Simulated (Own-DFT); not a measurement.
## Calculated data, Hf36O71 (tetragonal hafnia with one neutral oxygen vacancy, atoms displaced)

Computed with Own-DFT development build. A calculation, not a measurement: plane-wave PBE and HSE06 DFT by an unreviewed code, no spin, of a simulated cell at Gamma alone, so results move with cell size and shape, stress positive in tension, energies less offsets, not probed for a lower state with spin; hafnium file: forces about 75 meV/angstrom off all-electron values; oxygen file: force components 24 meV/angstrom off all-electron in a glass; k mesh not checked against a denser one; forces and stress are PBE's, HSE06 gives the energy alone, and its difference from PBE has offsets of its own; offsets are fitted by least squares, one for each functional and potential file, so energies compare only between cells with the same atoms and settings and are not formation energies; the far tail of each file's local potential was reset to the Coulomb form; each entry is a single point on an unrelaxed cell, so the pressure reflects the starting lattice, taken from the Materials Project, from which strain is counted, and rises with the displacements; printed positions are rounded, which can move forces by about a meV/angstrom; the program is a retired in-house code; no spin-orbit coupling.

Entry: Hf36O71 (tetragonal hafnia with one neutral oxygen vacancy, atoms displaced)

```cif
# cell vector a (Å): 10.7800 0.0000 0.0000
# cell vector b (Å): 0.0000 10.7800 0.0000
# cell vector c (Å): 0.0000 0.0000 10.4493
data_Hf36O71
_symmetry_space_group_name_H-M 'P 1'
_symmetry_Int_Tables_number 1
_cell_length_a 10.7800
_cell_length_b 10.7800
_cell_length_c 10.4493
_cell_angle_alpha 90.000
_cell_angle_beta 90.000
_cell_angle_gamma 90.000
_cell_volume 1214.30
loop_
_atom_site_label
_atom_site_type_symbol
_atom_site_fract_x
_atom_site_fract_y
_atom_site_fract_z
_atom_site_occupancy
Hf1 Hf 0.99404 0.00393 0.00327 1
Hf2 Hf 0.16709 0.17988 0.25202 1
O1 O 0.00146 0.16985 0.15656 1
O2 O 0.15212 0.00547 0.34901 1
O3 O 0.98929 0.17614 0.40533 1
O4 O 0.15861 0.00040 0.10733 1
Hf3 Hf 0.00663 0.98708 0.49018 1
Hf4 Hf 0.16429 0.16116 0.73849 1
O5 O 0.00149 0.17004 0.66317 1
O6 O 0.18040 0.01171 0.83691 1
O7 O 0.99473 0.16663 0.91022 1
O8 O 0.17058 0.00394 0.60407 1
Hf5 Hf 0.00324 0.33435 0.99442 1
Hf6 Hf 0.16019 0.49451 0.25612 1
O9 O 0.99851 0.50988 0.15851 1
O10 O 0.17468 0.32407 0.34684 1
O11 O 0.01693 0.49921 0.40280 1
O12 O 0.17930 0.34071 0.11028 1
Hf7 Hf 0.00743 0.33856 0.50983 1
Hf8 Hf 0.17443 0.50236 0.74997 1
O13 O 0.00438 0.49093 0.65722 1
O14 O 0.17001 0.34087 0.84858 1
O15 O 0.00136 0.50830 0.90774 1
O16 O 0.15266 0.32519 0.59212 1
Hf9 Hf 0.99667 0.66596 0.01348 1
Hf10 Hf 0.16432 0.82672 0.25619 1
O17 O 0.00690 0.83807 0.14858 1
O18 O 0.15483 0.67288 0.34579 1
O19 O 0.00495 0.84122 0.40452 1
O20 O 0.16681 0.65814 0.11366 1
Hf11 Hf 0.00160 0.66651 0.50754 1
Hf12 Hf 0.15908 0.83447 0.76530 1
O21 O 0.99644 0.82968 0.64460 1
O22 O 0.00141 0.82141 0.90372 1
O23 O 0.16506 0.66287 0.61032 1
Hf13 Hf 0.33903 0.00166 0.99907 1
Hf14 Hf 0.50168 0.17364 0.24846 1
O24 O 0.34072 0.18766 0.14005 1
O25 O 0.49659 0.99536 0.34879 1
O26 O 0.33285 0.18047 0.39673 1
O27 O 0.50488 0.99543 0.09674 1
Hf15 Hf 0.32119 0.00023 0.51094 1
Hf16 Hf 0.49783 0.16783 0.74862 1
O28 O 0.34147 0.16516 0.64622 1
O29 O 0.48567 0.99742 0.84675 1
O30 O 0.33664 0.16471 0.90392 1
O31 O 0.49605 0.99698 0.60467 1
Hf17 Hf 0.34312 0.33692 0.99844 1
Hf18 Hf 0.49524 0.50371 0.23432 1
O32 O 0.32437 0.51065 0.13861 1
O33 O 0.48955 0.34158 0.34890 1
O34 O 0.33483 0.48917 0.39944 1
O35 O 0.51433 0.33065 0.10601 1
Hf19 Hf 0.34906 0.33784 0.51070 1
Hf20 Hf 0.50462 0.50432 0.76597 1
O36 O 0.34091 0.49353 0.64421 1
O37 O 0.50445 0.33983 0.85440 1
O38 O 0.33583 0.49508 0.88662 1
O39 O 0.50018 0.32940 0.59980 1
Hf21 Hf 0.34913 0.67278 0.00157 1
Hf22 Hf 0.49978 0.84027 0.22858 1
O40 O 0.33422 0.84165 0.15218 1
O41 O 0.49796 0.66614 0.34648 1
O42 O 0.32890 0.83340 0.41182 1
O43 O 0.49362 0.67398 0.09121 1
Hf23 Hf 0.32914 0.65575 0.49955 1
Hf24 Hf 0.49872 0.83216 0.75326 1
O44 O 0.33422 0.82698 0.64897 1
O45 O 0.50096 0.66903 0.84193 1
O46 O 0.33995 0.84230 0.91500 1
O47 O 0.50410 0.66923 0.57901 1
Hf25 Hf 0.66720 0.00774 0.99770 1
Hf26 Hf 0.84493 0.16889 0.24494 1
O48 O 0.67511 0.15871 0.15564 1
O49 O 0.82265 0.00484 0.34818 1
O50 O 0.65463 0.17891 0.40437 1
O51 O 0.82506 0.99346 0.11063 1
Hf27 Hf 0.66173 0.00226 0.49192 1
Hf28 Hf 0.82879 0.17009 0.73827 1
O52 O 0.65766 0.15635 0.65264 1
O53 O 0.82224 0.00454 0.84670 1
O54 O 0.67583 0.15699 0.90829 1
O55 O 0.83632 0.00569 0.58177 1
Hf29 Hf 0.66958 0.32993 0.99327 1
Hf30 Hf 0.84529 0.50607 0.24948 1
O56 O 0.67687 0.48300 0.15883 1
O57 O 0.83200 0.32508 0.33750 1
O58 O 0.68072 0.49263 0.41434 1
O59 O 0.83947 0.33054 0.09685 1
Hf31 Hf 0.66789 0.33518 0.51684 1
Hf32 Hf 0.84370 0.50110 0.75516 1
O60 O 0.66332 0.49925 0.65343 1
O61 O 0.82885 0.33840 0.85240 1
O62 O 0.66441 0.51014 0.90434 1
O63 O 0.83340 0.34081 0.58565 1
Hf33 Hf 0.64351 0.64574 0.99102 1
Hf34 Hf 0.84381 0.83910 0.24980 1
O64 O 0.66714 0.83793 0.15323 1
O65 O 0.83099 0.65878 0.35905 1
O66 O 0.64711 0.83924 0.40030 1
O67 O 0.83480 0.68045 0.09996 1
Hf35 Hf 0.67670 0.66620 0.49951 1
Hf36 Hf 0.83995 0.83921 0.74795 1
O68 O 0.66817 0.85203 0.66384 1
O69 O 0.83310 0.67155 0.85773 1
O70 O 0.67520 0.82276 0.89566 1
O71 O 0.83081 0.66433 0.60005 1
```

It was run with first functional PBE, second functional HSE06, exact exchange share 0.25, screening 0.11 1/bohr, exchange divergence Gygi-Baldereschi, potential files PseudoDojo norm-conserving, scalar-relativistic, made for PBE, standard set, wave cutoff 48 hartree, occupations fixed and k mesh 1 x 1 x 1 centred on Gamma.

The calculation gives: PBE energy of cell above offsets -86.155 eV; HSE06 less PBE above offsets 0.665 eV; PBE pressure 5.31 GPa; PBE stress xx -6.2 GPa; PBE stress yy -4.69 GPa; PBE stress zz -5.05 GPa; PBE stress yz -1.25 GPa; PBE stress xz 0.04 GPa; PBE stress xy 0.54 GPa.

Force:
| element | x (eV/Å) | y (eV/Å) | z (eV/Å) |
| --- | --- | --- | --- |
| Hf | 0.559 | -0.719 | 1.783 |
| Hf | 1.422 | -3.079 | -0.969 |
| O | 1.343 | -0.071 | -1.868 |
| O | 0.751 | -0.194 | 0.416 |
| O | 0.909 | -1.375 | 0.576 |
| O | 0.893 | 0.447 | -2.303 |
| Hf | -0.862 | 6.422 | 2.015 |
| Hf | 1.712 | 2.534 | 0.824 |
| O | -1.862 | -0.02 | -0.44 |
| O | -0.971 | -2.843 | 1.886 |
| O | 0.157 | 0.213 | -0.668 |
| O | -2.948 | -0.071 | 0.555 |
| Hf | 0.687 | -0.131 | 1.375 |
| Hf | 1.652 | 0.106 | -0.54 |
| O | 1.23 | -0.698 | -1.303 |
| O | -1.441 | 3.728 | 1.447 |
| O | -0.622 | 0.317 | 0.592 |
| O | -2.328 | 0.11 | -1.608 |
| Hf | -3.893 | -1.362 | -4.296 |
| Hf | 0.634 | 0.773 | 0.599 |
| O | -0.525 | 0.892 | 0.017 |
| O | -0.565 | -1.427 | -0.064 |
| O | 0.062 | -1.103 | -0.611 |
| O | 6.255 | -0.101 | 2.681 |
| Hf | 0.435 | 0.265 | -0.044 |
| Hf | 1.991 | 2.817 | -1.447 |
| O | -1.035 | -0.346 | 0.666 |
| O | 0.261 | -2.294 | 2.277 |
| O | -1.027 | -5.214 | -2.428 |
| O | 0.305 | 1.427 | -1.843 |
| Hf | -0.079 | -0.235 | -0.645 |
| Hf | 1.404 | -0.999 | -1.32 |
| O | 1.772 | 0.339 | 0.392 |
| O | 1.245 | 2.694 | -1.12 |
| O | -0.381 | -0.294 | -0.368 |
| Hf | -1.156 | 1.864 | 1.695 |
| Hf | 0.302 | -0.378 | 2.147 |
| O | -0.344 | -1.455 | 1.033 |
| O | -0.288 | 1.541 | -1.201 |
| O | 0.135 | -2.411 | 0.72 |
| O | -0.976 | 0.77 | -0.529 |
| Hf | 4.592 | -0.369 | -3.03 |
| Hf | -1.09 | -1.748 | 0.087 |
| O | -1.558 | 0.641 | 0.55 |
| O | 1.129 | 0.986 | 0.391 |
| O | 0.526 | 2.001 | -0.756 |
| O | -0.465 | 0.324 | -0.458 |
| Hf | -1.293 | -1.679 | 0.989 |
| Hf | 0.087 | -0.93 | 3.825 |
| O | 2.756 | -0.5 | 0.326 |
| O | 0.529 | 0.515 | -0.727 |
| O | -1.426 | 2.39 | -0.513 |
| O | -0.982 | 0.87 | -1.638 |
| Hf | -2.452 | -1.5 | -3.237 |
| Hf | -0.77 | -1.259 | -4.467 |
| O | -0.673 | 0.582 | 0.937 |
| O | 0.834 | -1.275 | 0.322 |
| O | 0.467 | 1.906 | 0.981 |
| O | 1.74 | -0.272 | 2.506 |
| Hf | -8.064 | -0.759 | -1.676 |
| Hf | 2.12 | 0.606 | 5.226 |
| O | -1.771 | -0.771 | -0.595 |
| O | -0.394 | -1.173 | -2.481 |
| O | -1.339 | -0.477 | -0.446 |
| O | 2.88 | -0.937 | 2.522 |
| Hf | 2.295 | 2.057 | -0.545 |
| Hf | 0.858 | 2.746 | -2.761 |
| O | -1.257 | 0.064 | 2.036 |
| O | -0.539 | -0.593 | 2.194 |
| O | -0.766 | -2.642 | -1.664 |
| O | -0.565 | -0.174 | 1.921 |
| Hf | 0.561 | -4.876 | 2.091 |
| Hf | -2.029 | 0.345 | 2.175 |
| O | -1.377 | 0.476 | -1.07 |
| O | 0.887 | -1.159 | -0.324 |
| O | -0.368 | -0.895 | 0.557 |
| O | 2.534 | 0.074 | -2.034 |
| Hf | -1.035 | -0.085 | -0.22 |
| Hf | 0.257 | -1.374 | 0.606 |
| O | 1.779 | 1.107 | 0.577 |
| O | 1.655 | -0.247 | -0.502 |
| O | -0.881 | 4.269 | -2.125 |
| O | 0.384 | 0.237 | 1.616 |
| Hf | 1.4 | -0.702 | 2.638 |
| Hf | -3.595 | -2.35 | 2.017 |
| O | -1.418 | 1.863 | -1.37 |
| O | 0.383 | 2.81 | 0.017 |
| O | -0.426 | 0.908 | -0.207 |
| O | 0.181 | 0.187 | -1.692 |
| Hf | -0.718 | 0.395 | -4.156 |
| Hf | -0.859 | 2.049 | -0.376 |
| O | 0.579 | -0.073 | 1.986 |
| O | -0.021 | -0.383 | -1.039 |
| O | 0.225 | -7.256 | -3.595 |
| O | 1.012 | -0.791 | 3.044 |
| Hf | 5.858 | 10.37 | 3.654 |
| Hf | -3.013 | -0.061 | -0.772 |
| O | 0.597 | -0.599 | -0.013 |
| O | 1.238 | 2.159 | -0.538 |
| O | 1.848 | -1.61 | 0.841 |
| O | -1.105 | -1.085 | 0.884 |
| Hf | -2.78 | -0.1 | -1.829 |
| Hf | -3.357 | -0.763 | 1.355 |
| O | 0.578 | -0.731 | -0.981 |
| O | 0.513 | -1.746 | -1.789 |
| O | -1.59 | 0.57 | 1.431 |
| O | 1.885 | -0.003 | 1.246 |
